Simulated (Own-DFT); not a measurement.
## Calculated data, GaN (wurtzite, strained, atoms displaced)

A calculation, not a measurement: plane-wave PBE density functional theory by an unreviewed code, no spin, of a simulated periodic cell, stress positive in tension, free energy of the whole cell less one offset for each atom, forces on such cells passed a denser k mesh, this cell's mesh not checked; offsets are fitted by least squares, one for each functional and potential file, so energies compare only between cells with the same atoms and settings and are not formation energies; the far tail of each file's local potential was reset to the Coulomb form; each entry is a single point on an unrelaxed cell, so the pressure reflects the starting lattice, mostly measured values (interpolated for alloys), from which strain is counted, and rises with the displacements; printed positions are rounded, which can move forces by about a meV/angstrom; the program, named Own-DFT, is a retired in-house code; no spin-orbit coupling. Program: Own-DFT development build.

Settings shared by all entries: functional PBE; potential files PseudoDojo norm-conserving, scalar-relativistic, standard set with the stringent files for Ga; wave cutoff 96 hartree; occupations Gaussian; smearing width 0.01 eV; k mesh 3 x 4 x 3 centred on Gamma.

```yaml
- entry: 1
  formula: GaN
  kind: "wurtzite, strained, atoms displaced"
  structure:
    cell_angstrom: [[12.756, 0.0, 0.0], [-4.7835, 8.2853, 0.0], [0.0, 0.0, 10.1626]]
    atoms_fractional:
      - [Ga, 0.07537, 0.21724, 0.99044]
      - [Ga, 0.16469, 0.1023, 0.25511]
      - ["N", 0.08495, 0.22452, 0.18808]
      - ["N", 0.17009, 0.11828, 0.43202]
      - [Ga, 0.08053, 0.22993, 0.50813]
      - [Ga, 0.16679, 0.11793, 0.76192]
      - ["N", 0.08345, 0.2242, 0.68724]
      - ["N", 0.16826, 0.10889, 0.93716]
      - [Ga, 0.07384, 0.54375, 0.98612]
      - [Ga, 0.1605, 0.4366, 0.2483]
      - ["N", 0.0777, 0.55492, 0.18864]
      - ["N", 0.16601, 0.44272, 0.4349]
      - [Ga, 0.08544, 0.54713, 0.50879]
      - [Ga, 0.17469, 0.45902, 0.75293]
      - ["N", 0.07755, 0.54038, 0.68933]
      - ["N", 0.16781, 0.44861, 0.94091]
      - [Ga, 0.07409, 0.87805, 0.99901]
      - [Ga, 0.16267, 0.78869, 0.25392]
      - ["N", 0.08319, 0.89225, 0.18594]
      - ["N", 0.16152, 0.77385, 0.44034]
      - [Ga, 0.07807, 0.88133, 0.50291]
      - [Ga, 0.16576, 0.78041, 0.74812]
      - ["N", 0.08463, 0.89257, 0.68403]
      - ["N", 0.16734, 0.77319, 0.93264]
      - [Ga, 0.33624, 0.22735, 0.98918]
      - [Ga, 0.41837, 0.11426, 0.25283]
      - ["N", 0.33488, 0.23137, 0.18431]
      - ["N", 0.40592, 0.09881, 0.43762]
      - [Ga, 0.32834, 0.21662, 0.49887]
      - [Ga, 0.41303, 0.11332, 0.74255]
      - ["N", 0.3316, 0.2278, 0.70353]
      - ["N", 0.41034, 0.10328, 0.93979]
      - [Ga, 0.33908, 0.56226, 0.00598]
      - [Ga, 0.42353, 0.44323, 0.24447]
      - ["N", 0.32577, 0.55011, 0.18346]
      - ["N", 0.41717, 0.4455, 0.44315]
      - [Ga, 0.34042, 0.55326, 0.49937]
      - [Ga, 0.42629, 0.45362, 0.74777]
      - ["N", 0.3326, 0.56186, 0.69266]
      - ["N", 0.41484, 0.43831, 0.94308]
      - [Ga, 0.33653, 0.88669, 0.00691]
      - [Ga, 0.41273, 0.76201, 0.25594]
      - ["N", 0.33725, 0.90274, 0.19252]
      - ["N", 0.41252, 0.78328, 0.44486]
      - [Ga, 0.32325, 0.87722, 0.49602]
      - [Ga, 0.41306, 0.76982, 0.75768]
      - ["N", 0.32984, 0.87419, 0.68777]
      - ["N", 0.42274, 0.78329, 0.94419]
      - [Ga, 0.59003, 0.23063, 0.99747]
      - [Ga, 0.67045, 0.10743, 0.25899]
      - ["N", 0.59311, 0.22411, 0.18746]
      - ["N", 0.67038, 0.11302, 0.43363]
      - [Ga, 0.57734, 0.22709, 0.49872]
      - [Ga, 0.66616, 0.10886, 0.75442]
      - ["N", 0.57714, 0.2215, 0.69161]
      - ["N", 0.67018, 0.12165, 0.93187]
      - [Ga, 0.58287, 0.54981, 0.00168]
      - [Ga, 0.66425, 0.44358, 0.24954]
      - ["N", 0.58272, 0.55836, 0.18621]
      - ["N", 0.67001, 0.45052, 0.43641]
      - [Ga, 0.58512, 0.56174, 0.49962]
      - [Ga, 0.66676, 0.44581, 0.75693]
      - ["N", 0.58658, 0.55961, 0.6885]
      - ["N", 0.66382, 0.44251, 0.93912]
      - [Ga, 0.57583, 0.88225, 0.99543]
      - [Ga, 0.66648, 0.7754, 0.24754]
      - ["N", 0.58922, 0.89433, 0.18904]
      - ["N", 0.65991, 0.77629, 0.4375]
      - [Ga, 0.58676, 0.8935, 0.49401]
      - [Ga, 0.66732, 0.77332, 0.75047]
      - ["N", 0.57697, 0.88763, 0.68824]
      - ["N", 0.6682, 0.77843, 0.9415]
      - [Ga, 0.82397, 0.20726, 0.00302]
      - [Ga, 0.91488, 0.11123, 0.25493]
      - ["N", 0.82807, 0.22166, 0.19471]
      - ["N", 0.91563, 0.10732, 0.43152]
      - [Ga, 0.83568, 0.22385, 0.4929]
      - [Ga, 0.91933, 0.10936, 0.74192]
      - ["N", 0.83889, 0.2276, 0.68137]
      - ["N", 0.91315, 0.11005, 0.93309]
      - [Ga, 0.83044, 0.55842, 0.00621]
      - [Ga, 0.91806, 0.43843, 0.25244]
      - ["N", 0.83812, 0.56208, 0.19703]
      - ["N", 0.92155, 0.43956, 0.43754]
      - [Ga, 0.83588, 0.55944, 0.49815]
      - [Ga, 0.92057, 0.44253, 0.75289]
      - ["N", 0.83304, 0.55856, 0.68711]
      - ["N", 0.91533, 0.43998, 0.9395]
      - [Ga, 0.83771, 0.88772, 0.00258]
      - [Ga, 0.91733, 0.78101, 0.2456]
      - ["N", 0.83328, 0.89002, 0.19156]
      - ["N", 0.91594, 0.78212, 0.4331]
      - [Ga, 0.83492, 0.8874, 0.49988]
      - [Ga, 0.91954, 0.78249, 0.7565]
      - ["N", 0.82786, 0.88198, 0.68937]
      - ["N", 0.91678, 0.77907, 0.9365]
  results:
    "free_energy_of_cell_above_offsets [eV]": "-3.233"
    "pressure [GPa]": 11.3
    "stress_xx [GPa]": -7.99
    "stress_yy [GPa]": -7.89
    "stress_zz [GPa]": -18.03
    "stress_yz [GPa]": -0.57
    "stress_xz [GPa]": 0.31
    "stress_xy [GPa]": -0.92
    force_element: [Ga, Ga, "N", "N", Ga, Ga, "N", "N", Ga, Ga, "N", "N", Ga, Ga, "N", "N", Ga, Ga, "N", "N", Ga, Ga, "N", "N", Ga, Ga, "N", "N", Ga, Ga, "N", "N", Ga, Ga, "N", "N", Ga, Ga, "N", "N", Ga, Ga, "N", "N", Ga, Ga, "N", "N", Ga, Ga, "N", "N", Ga, Ga, "N", "N", Ga, Ga, "N", "N", Ga, Ga, "N", "N", Ga, Ga, "N", "N", Ga, Ga, "N", "N", Ga, Ga, "N", "N", Ga, Ga, "N", "N", Ga, Ga, "N", "N", Ga, Ga, "N", "N", Ga, Ga, "N", "N", Ga, Ga, "N", "N"]
    "force_x [eV/angstrom]": [1.371, -0.297, -0.477, -1.056, 1.066, 0.006, 0.54, -1.26, 1.287, -0.482, 1.0, 0.859, -0.673, -0.273, 0.32, 0.853, 2.606, 1.803, -0.617, -0.506, -0.007, 0.359, -0.393, -0.607, 0.013, 0.089, 0.476, 0.66, 0.086, 0.346, 0.058, 1.229, -0.569, -2.134, 1.134, 1.305, -2.252, -1.532, 1.709, 0.073, -1.408, -0.55, 0.114, 1.968, 0.181, 0.046, -0.787, -1.925, -1.226, -1.336, -1.209, -1.154, 0.92, 0.109, 1.01, -0.468, -0.85, 0.902, 1.028, -0.656, 0.316, 0.513, 0.373, 0.634, 2.871, -0.232, -0.84, 1.436, -1.383, -1.311, 1.199, 0.062, 0.792, 0.715, 1.453, 0.153, -0.228, -1.323, -0.625, 0.006, 1.086, -0.452, -0.633, -0.966, 0.589, -1.86, 0.452, -2.158, -1.559, 0.042, 0.066, 0.445, -0.938, -0.052, 1.047, -0.515]
    "force_y [eV/angstrom]": [0.895, 2.23, -1.673, -1.06, -0.899, -0.523, 0.368, -0.57, 1.882, 1.099, 0.745, 0.464, 0.62, -1.803, 2.101, -0.582, 1.352, -1.849, -0.324, -0.627, 1.297, -0.391, 0.161, 0.047, -2.148, 1.067, -1.444, 1.389, 0.563, -1.7, 0.129, 0.909, -1.135, -0.111, 0.22, -0.721, 0.911, -0.62, -1.287, 2.693, 0.378, 1.94, -2.397, -1.424, 0.782, 1.833, 1.425, -1.619, -2.165, 0.049, 0.025, 0.318, -0.659, 0.263, 0.567, -1.569, 0.915, 0.109, -0.095, -0.414, -0.688, -0.206, -0.49, 1.222, 2.191, 0.698, -1.34, 0.33, 0.073, 1.193, -0.102, -0.42, 1.507, 0.472, -0.325, 0.071, -0.427, 0.052, -1.155, -0.731, -0.813, 1.004, -0.945, 1.155, -0.487, -0.472, -0.105, -0.794, 0.606, 0.165, -0.007, -0.556, 0.065, -0.646, 0.854, -0.88]
    "force_z [eV/angstrom]": [1.53, -2.4, -0.738, 2.727, -2.46, -3.065, 1.641, 2.314, 2.479, -0.557, -0.685, 1.079, -2.087, 0.283, 0.755, -0.265, -0.244, -0.977, -0.148, 0.315, -1.216, -0.427, 1.73, 1.324, 1.651, -1.424, 0.275, 1.044, 0.857, 1.295, -2.138, -0.531, -1.782, 0.875, 2.328, -0.894, 0.342, 0.71, -0.8, -1.132, -0.573, -0.52, 0.385, -0.957, 1.072, -1.059, -0.007, -0.552, 0.551, -2.663, 0.415, 3.045, 0.128, -2.887, -0.55, 1.844, -0.742, -0.311, 0.523, 0.59, -0.135, -2.074, 0.008, 0.724, 1.362, -0.045, -0.237, -0.129, 1.232, 0.253, 0.253, -0.018, 0.259, -2.553, -1.137, 2.916, 0.766, 0.273, 0.774, 0.223, -0.222, -0.581, -0.951, 0.732, -0.17, -0.638, 0.837, 0.198, -0.228, 0.509, -0.452, 0.673, -0.278, -2.485, -0.23, 1.249]
- entry: 2
  formula: GaN
  kind: "wurtzite, strained, atoms displaced"
  structure:
    cell_angstrom: [[12.756, 0.0, 0.0], [-4.7835, 8.2853, 0.0], [0.0, 0.0, 10.1626]]
    atoms_fractional:
      - [Ga, 0.09043, 0.22913, 0.99951]
      - [Ga, 0.15886, 0.11234, 0.24425]
      - ["N", 0.08925, 0.23193, 0.17732]
      - ["N", 0.16815, 0.11703, 0.43464]
      - [Ga, 0.08272, 0.21921, 0.49822]
      - [Ga, 0.16885, 0.11843, 0.74696]
      - ["N", 0.08835, 0.22303, 0.68772]
      - ["N", 0.16556, 0.11741, 0.9469]
      - [Ga, 0.08922, 0.55145, 0.99998]
      - [Ga, 0.16934, 0.45058, 0.25021]
      - ["N", 0.07892, 0.54904, 0.19216]
      - ["N", 0.16569, 0.44981, 0.43697]
      - [Ga, 0.08258, 0.54972, 0.49584]
      - [Ga, 0.16495, 0.44325, 0.74448]
      - ["N", 0.08782, 0.55548, 0.69363]
      - ["N", 0.16768, 0.44549, 0.93905]
      - [Ga, 0.08705, 0.89364, 0.00284]
      - [Ga, 0.1631, 0.77938, 0.24724]
      - ["N", 0.08346, 0.88576, 0.19154]
      - ["N", 0.16854, 0.77459, 0.44028]
      - [Ga, 0.08511, 0.88017, 0.50128]
      - [Ga, 0.15514, 0.78006, 0.75052]
      - ["N", 0.07982, 0.88512, 0.68933]
      - ["N", 0.16739, 0.78129, 0.94288]
      - [Ga, 0.3292, 0.21912, 0.00943]
      - [Ga, 0.41918, 0.11406, 0.24796]
      - ["N", 0.33014, 0.21928, 0.18404]
      - ["N", 0.41245, 0.1074, 0.43716]
      - [Ga, 0.33102, 0.21436, 0.49759]
      - [Ga, 0.4241, 0.11454, 0.75801]
      - ["N", 0.33735, 0.22238, 0.67594]
      - ["N", 0.40681, 0.10772, 0.9251]
      - [Ga, 0.34045, 0.56522, 0.00132]
      - [Ga, 0.41349, 0.44443, 0.24064]
      - ["N", 0.32677, 0.54668, 0.18758]
      - ["N", 0.40833, 0.44896, 0.44076]
      - [Ga, 0.32952, 0.55379, 0.49763]
      - [Ga, 0.42319, 0.44678, 0.74772]
      - ["N", 0.33797, 0.55841, 0.69824]
      - ["N", 0.42008, 0.45277, 0.9381]
      - [Ga, 0.3437, 0.89194, 0.00262]
      - [Ga, 0.41408, 0.7838, 0.25044]
      - ["N", 0.33544, 0.89445, 0.18204]
      - ["N", 0.41066, 0.77822, 0.4407]
      - [Ga, 0.34274, 0.89258, 0.49974]
      - [Ga, 0.41505, 0.78414, 0.75474]
      - ["N", 0.32739, 0.88976, 0.68811]
      - ["N", 0.41556, 0.78103, 0.94939]
      - [Ga, 0.57785, 0.21997, 0.0006]
      - [Ga, 0.66263, 0.11405, 0.25476]
      - ["N", 0.58648, 0.21841, 0.18356]
      - ["N", 0.67006, 0.1137, 0.43249]
      - [Ga, 0.58536, 0.21675, 0.49493]
      - [Ga, 0.66664, 0.12083, 0.75188]
      - ["N", 0.58045, 0.21567, 0.68799]
      - ["N", 0.66824, 0.10966, 0.94206]
      - [Ga, 0.58772, 0.56639, 0.01171]
      - [Ga, 0.66003, 0.44365, 0.24599]
      - ["N", 0.58843, 0.56706, 0.17808]
      - ["N", 0.66803, 0.45173, 0.43233]
      - [Ga, 0.59269, 0.56306, 0.4897]
      - [Ga, 0.6658, 0.44188, 0.74975]
      - ["N", 0.58105, 0.55366, 0.68788]
      - ["N", 0.66093, 0.44325, 0.94256]
      - [Ga, 0.58772, 0.89506, 0.00519]
      - [Ga, 0.66801, 0.77891, 0.2504]
      - ["N", 0.58128, 0.89381, 0.18898]
      - ["N", 0.66432, 0.77203, 0.44002]
      - [Ga, 0.58417, 0.88743, 0.50626]
      - [Ga, 0.6621, 0.77641, 0.74499]
      - ["N", 0.57946, 0.89085, 0.69752]
      - ["N", 0.66359, 0.77461, 0.93475]
      - [Ga, 0.8339, 0.22087, 0.99937]
      - [Ga, 0.91595, 0.12142, 0.24901]
      - ["N", 0.83226, 0.22115, 0.18351]
      - ["N", 0.91776, 0.11885, 0.43033]
      - [Ga, 0.83133, 0.22257, 0.50295]
      - [Ga, 0.91022, 0.11087, 0.74736]
      - ["N", 0.82704, 0.21186, 0.68837]
      - ["N", 0.91576, 0.10289, 0.92629]
      - [Ga, 0.83888, 0.56493, 0.00113]
      - [Ga, 0.90983, 0.45627, 0.25138]
      - ["N", 0.82791, 0.55192, 0.1864]
      - ["N", 0.92114, 0.45401, 0.44241]
      - [Ga, 0.8397, 0.55985, 0.50527]
      - [Ga, 0.91429, 0.43816, 0.75176]
      - ["N", 0.83334, 0.55379, 0.68055]
      - ["N", 0.92309, 0.44918, 0.93969]
      - [Ga, 0.83143, 0.88037, 0.00986]
      - [Ga, 0.91716, 0.7849, 0.25685]
      - ["N", 0.83931, 0.89953, 0.19366]
      - ["N", 0.91187, 0.76311, 0.44084]
      - [Ga, 0.83671, 0.89393, 0.50015]
      - [Ga, 0.91414, 0.76662, 0.74976]
      - ["N", 0.82918, 0.8919, 0.69257]
      - ["N", 0.92197, 0.7782, 0.93032]
  results:
    "free_energy_of_cell_above_offsets [eV]": "-2.213"
    "pressure [GPa]": 11.62
    "stress_xx [GPa]": -8.58
    "stress_yy [GPa]": -6.77
    "stress_zz [GPa]": -19.52
    "stress_yz [GPa]": 0.5
    "stress_xz [GPa]": 0.27
    "stress_xy [GPa]": 2.56
    force_element: [Ga, Ga, "N", "N", Ga, Ga, "N", "N", Ga, Ga, "N", "N", Ga, Ga, "N", "N", Ga, Ga, "N", "N", Ga, Ga, "N", "N", Ga, Ga, "N", "N", Ga, Ga, "N", "N", Ga, Ga, "N", "N", Ga, Ga, "N", "N", Ga, Ga, "N", "N", Ga, Ga, "N", "N", Ga, Ga, "N", "N", Ga, Ga, "N", "N", Ga, Ga, "N", "N", Ga, Ga, "N", "N", Ga, Ga, "N", "N", Ga, Ga, "N", "N", Ga, Ga, "N", "N", Ga, Ga, "N", "N", Ga, Ga, "N", "N", Ga, Ga, "N", "N", Ga, Ga, "N", "N", Ga, Ga, "N", "N"]
    "force_x [eV/angstrom]": [-1.984, 0.946, -1.19, -0.291, 0.04, 1.309, -1.801, 1.308, -1.135, -0.878, -0.429, 0.734, -0.034, 1.379, -1.883, 1.035, 0.011, 1.528, -1.528, 0.186, -0.452, 3.096, -1.399, 0.573, 0.307, -0.536, 0.638, 1.426, -0.416, -1.901, -0.229, 0.784, -0.627, 0.208, 0.668, 2.806, -0.294, -1.375, -0.685, 0.434, -3.06, 0.543, -0.589, 2.52, -2.645, -0.705, 0.558, 1.961, 0.365, 1.865, -1.866, -0.079, -1.467, 0.591, 0.403, -1.022, -0.56, 0.803, -0.462, 1.183, -2.259, -0.564, 1.676, 1.104, 0.061, -0.692, 0.694, 0.073, -0.687, 0.301, 0.336, 0.42, 0.777, 0.955, -1.028, 0.119, 0.553, 1.914, -0.438, -0.113, -0.028, 2.379, -1.163, -0.672, -0.976, 0.69, -0.177, -0.982, -0.047, 0.452, -0.357, -0.218, 0.026, -1.083, 1.011, -0.747]
    "force_y [eV/angstrom]": [-0.168, -0.05, -0.648, -1.582, 0.838, -0.698, -0.163, -1.069, 1.13, -0.853, 0.984, -1.422, 1.362, 0.428, -0.033, 0.239, -0.31, -0.839, 0.726, 0.369, 0.977, -0.77, 1.296, -0.196, 1.079, -0.262, 0.157, 0.742, 1.539, -0.852, -0.088, 0.468, -1.557, -0.002, 2.121, -0.893, 0.673, -0.845, 0.117, -0.978, 0.446, -0.981, -0.145, -0.305, -0.151, -0.913, 0.158, 0.23, 0.123, -0.444, 0.955, -0.722, 1.097, -1.71, 1.469, 0.831, -1.158, 0.004, -1.014, -1.581, -2.338, 0.435, 0.591, 0.296, -0.828, 1.103, -0.613, 2.601, -0.275, -0.172, 0.6, 1.004, 0.249, 0.578, 0.801, -0.684, 0.796, -0.359, 1.608, 0.546, -1.385, -1.709, 1.669, -1.775, -1.748, 0.619, -0.973, -0.637, 1.021, -0.939, -0.909, 3.205, -0.338, 1.544, -0.959, 0.218]
    "force_z [eV/angstrom]": [-1.904, 0.564, 2.871, -0.063, -0.095, 0.722, -0.467, -1.646, 0.172, -0.171, -0.178, 0.311, 1.21, 1.101, -1.075, -0.601, -0.732, 0.469, -0.063, -0.454, -0.636, 0.876, -0.445, -0.011, -3.803, 0.033, 2.832, -0.618, -1.19, -5.037, 3.048, 5.766, -0.905, 1.594, 0.196, -1.565, 1.541, 0.211, -1.187, 0.847, -1.522, -0.13, 2.028, -0.682, 1.05, -0.084, 0.575, -1.431, -1.369, -2.292, 1.038, 2.262, 0.358, 0.694, -0.842, -0.521, -6.533, -0.399, 5.936, 0.499, 1.944, 0.158, -1.084, -0.37, -1.201, 0.025, 1.269, -0.504, -0.429, 0.663, -0.995, 1.034, -0.788, -1.392, 1.352, 2.006, -1.046, -0.3, -0.246, 3.151, -0.881, -0.05, 0.332, -0.474, -2.02, -0.279, 3.039, 0.037, -2.78, -0.865, 0.367, 0.009, 0.203, -1.003, -1.282, 2.245]
```
